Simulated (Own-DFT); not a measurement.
# How strain changes the stress of 3C SiC, 96 atoms (C48Si48)

No measurement is shown. These are fixed-geometry runs of a retired plane-wave code named Own-DFT, which no person has reviewed; spin and spin-orbit coupling are neglected.

Common settings: PBE; PseudoDojo norm-conserving scalar-relativistic files; cutoff 42 hartree; 3 x 4 x 4 k mesh centred on Gamma; Fermi-Dirac smearing of 0.1 eV.

Known weak points: forces on such cells passed a denser k mesh, each cell not checked; stress not checked against mesh or cutoff.

Unstrained cell vectors in Å: (13.079, 0.000, 0.000); (0.000, 8.719, 0.000); (0.000, 0.000, 8.719). The unstrained cell has measured lattice constants (interpolated for alloys), not those of this functional. That, the random moves and any unrelaxed bonds set the pressure at no strain. The cell is deformed uniformly in each run, and the atoms keep their fractional places. Each coordinate of each atom was shifted by a normal deviate of width 0.05 Å. Strain is the symmetric tensor, in per cent. Stress is positive in tension, and the pressure is minus a third of its trace.

| run | e_xx (%) | e_yy (%) | e_zz (%) | e_yz (%) | e_xz (%) | e_xy (%) | s_xx (GPa) | s_yy (GPa) | s_zz (GPa) | s_yz (GPa) | s_xz (GPa) | s_xy (GPa) | P (GPa) | E (meV/atom) |
|---|---|---|---|---|---|---|---|---|---|---|---|---|---|---|
| 1 | 1.36 | 1.73 | 0.39 | 0.05 | 1.29 | -0.56 | 2.20 | 3.12 | -0.09 | 0.32 | 6.37 | -2.69 | -1.74 | 10.0 |
| 2 | -1.06 | 0.47 | -1.63 | -0.53 | -1.95 | -0.23 | -12.99 | -8.07 | -13.92 | -0.82 | -13.30 | -0.67 | 11.66 | 48.7 |
| 3 | -1.70 | -1.67 | -0.52 | 0.03 | 0.54 | -1.58 | -16.14 | -16.24 | -12.67 | 0.79 | 3.57 | -9.05 | 15.02 | 31.3 |
| 4 | -0.65 | -0.11 | 0.18 | 0.69 | 0.65 | 1.36 | -8.10 | -6.56 | -5.95 | 3.80 | 2.35 | 7.58 | 6.87 | 14.1 |
| 5 | 0.95 | 1.22 | 1.62 | -1.47 | 1.61 | 1.80 | 1.16 | 1.67 | 2.53 | -8.15 | 8.52 | 9.38 | -1.79 | 23.2 |
| 6 | -0.32 | 1.18 | 1.31 | -0.40 | 1.97 | -0.53 | -3.00 | 0.68 | 0.69 | -1.91 | 9.57 | -2.71 | 0.54 | 0.0 |
| 7 | -1.10 | -1.00 | 0.35 | 0.15 | -1.65 | 1.35 | -11.41 | -11.24 | -7.58 | -0.32 | -8.30 | 6.52 | 10.07 | 37.8 |
| 8 | -0.17 | 0.46 | 0.70 | -0.45 | 1.94 | 0.48 | -5.68 | -3.54 | -2.72 | -3.20 | 10.56 | 3.29 | 3.98 | 26.3 |
| 9 | -1.89 | 0.09 | 1.71 | 0.30 | 0.38 | -1.43 | -9.62 | -5.71 | -1.07 | 1.45 | 2.45 | -7.76 | 5.47 | 10.5 |
| 10 | -1.38 | 1.75 | 0.08 | 1.51 | -0.27 | 0.77 | -8.30 | -0.86 | -4.93 | 7.69 | -2.12 | 4.36 | 4.70 | 23.9 |
| 11 | 1.65 | 1.78 | -1.16 | 0.80 | 1.70 | 0.76 | 1.24 | 1.76 | -5.72 | 4.48 | 9.91 | 2.98 | 0.91 | 23.2 |
| 12 | -0.28 | 1.59 | 0.70 | -1.20 | 1.27 | 0.86 | -3.33 | 0.82 | -1.49 | -6.16 | 7.50 | 5.19 | 1.33 | 16.7 |
| 13 | 0.40 | 0.04 | -1.26 | -0.88 | 0.18 | 0.54 | -5.74 | -6.94 | -9.66 | -5.40 | 1.43 | 2.82 | 7.45 | 16.6 |
| 14 | 1.43 | 1.45 | 0.54 | -0.78 | 1.75 | -1.65 | 1.17 | 1.42 | -0.88 | -4.37 | 9.04 | -8.25 | -0.57 | 40.1 |
| 15 | 0.41 | -1.35 | -0.76 | -0.93 | 0.72 | -0.05 | -6.89 | -11.61 | -10.38 | -5.12 | 3.89 | -0.31 | 9.63 | 20.2 |
| 16 | 0.03 | 0.03 | -0.69 | -1.77 | -1.61 | 0.95 | ? | ? | ? | ? | ? | ? | ? | ? |

The last column gives the free energy per atom over the lowest of the runs shown.

## What the rows give

Least squares on the runs shown: each stress against a constant and the strains, taken as fractions with shears doubled. Shear strains stay in the fit of a normal stress only where such slopes are resolved. The slopes, in GPa:

| stress | at no strain | per e_xx | per e_yy | per e_zz | scatter |
|---|---|---|---|---|---|
| s_xx | -6.1 | 372 ± 20 | 143 ± 21 | 157 ± 20 | 0.74 |
| s_yy | -6.1 | 126 ± 13 | 400 ± 13 | 134 ± 13 | 0.48 |
| s_zz | -6.0 | 122 ± 14 | 139 ± 15 | 392 ± 14 | 0.52 |

The slope of each shear stress on twice its own strain, from a fit on all six strains: yz 251 ± 13, xz 287 ± 19, xy 264 ± 7 GPa. These are stiffnesses along x, y and z of the frame in which the cell vectors are given, which need not be the crystal's axes. These are clamped-ion slopes: internal relaxation, where symmetry allows it, would soften some. Symmetry asks for nearly equal slopes across the diagonal; the mismatch is a measure of noise. A ninth of the table's sum, 220 ± 6 GPa, estimates the bulk modulus near the mean pressure of these runs, 4.9 GPa, so it lies above the value at zero pressure.

## Prediction

Question: what normal stresses and pressure should run 16 give?

The fit gives s_xx = -7.0, s_yy = -6.9, s_zz = -8.6 and P = 7.5 GPa. Computed: -6.64, -6.11, -8.24 and P = 7.00 GPa.
